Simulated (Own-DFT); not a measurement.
# Which defects push the lattice out? monoclinic HfO2

Source: density functional calculations with Own-DFT, an unreviewed in-house program that is no longer used. Nothing was measured or relaxed, and spin and spin-orbit coupling are left out.

Common settings: PBE; PseudoDojo norm-conserving scalar-relativistic files; cutoff 72 hartree; 2 x 2 x 2 k mesh centred on Gamma; Fermi-Dirac smearing of 0.1 eV.

Keep in mind (not all hold for every row): a neutral cation vacancy leaves holes that likely carry spin, which these runs leave out; not probed for a lower state with spin; hafnium file: forces about 75 meV/angstrom off all-electron values; oxygen file: force components 24 meV/angstrom off all-electron in a glass; forces on such cells passed a denser k mesh, each cell not checked; stress not checked against mesh or cutoff.

All runs share one cell, with vectors in Å (10.234, 0.000, 0.000); (0.000, 10.350, 0.000); (-1.696, 0.000, 10.445) and a volume of 1106.4 Å³. The atoms are randomly displaced, by u rms on each axis. The defect's site can differ from row to row.

| cell | formula | u (Å) | P (GPa) |
|---|---|---|---|
| no defect | Hf32O64 | 0.0198 | 3.77 |
| no defect | Hf32O64 | 0.0207 | 4.08 |
| no defect | Hf32O64 | 0.0506 | 6.48 |
| two Al on a Hf site each and one O vacancy | Al2Hf30O63 | 0.0310 | 1.92 |
| two Al on a Hf site each and one O vacancy | Al2Hf30O63 | 0.0505 | 3.38 |
| two Al on a Hf site each and one O vacancy | Al2Hf30O63 | 0.0507 | 3.46 |
| one O vacancy | Hf32O63 | 0.0297 | 4.17 |
| one O vacancy | Hf32O63 | 0.0499 | 5.56 |
| one O vacancy | Hf32O63 | 0.0502 | 5.10 |
| one Hf vacancy | Hf31O64 | 0.0303 | 4.30 |
| one Hf vacancy | Hf31O64 | 0.0333 | ? |
| one Hf vacancy | Hf31O64 | 0.0477 | 6.11 |
| one Hf vacancy | Hf31O64 | 0.0495 | 4.92 |
| one Si on a Hf site | Hf31O64Si | 0.0296 | 2.78 |
| one Si on a Hf site | Hf31O64Si | 0.0499 | 4.13 |
| one Si on a Hf site | Hf31O64Si | 0.0517 | 4.15 |

## Working it out

P = P0 + c u² + a shift for each defect gives P0 = 3.74 GPa, c = 921 ± 126 GPa/Å² and a scatter of 0.40 GPa. The shifts, and each times the cell's volume:

- one Hf vacancy: -0.36 ± 0.34 GPa, -2.5 eV (not resolved)
- one O vacancy: -0.61 ± 0.34 GPa, -4.2 eV (not resolved)
- one Si on a Hf site: -1.91 ± 0.34 GPa, -13.2 eV
- two Al on a Hf site each and one O vacancy: -2.68 ± 0.34 GPa, -18.5 eV

A positive shift means that the defect pushes the cell outwards. Shift times volume (160.2 GPa Å³ is 1 eV) depends little on the cell's size, so, taken for each site, it can be compared between cells at like pressure. The atoms around the defects weren't relaxed, which would change these numbers.

## Check

Asked: what pressure belongs in the blank (one Hf vacancy, u = 0.0333 Å)?

The fit gives 4.40 ± 0.47 GPa. The run itself gave 4.27 GPa.
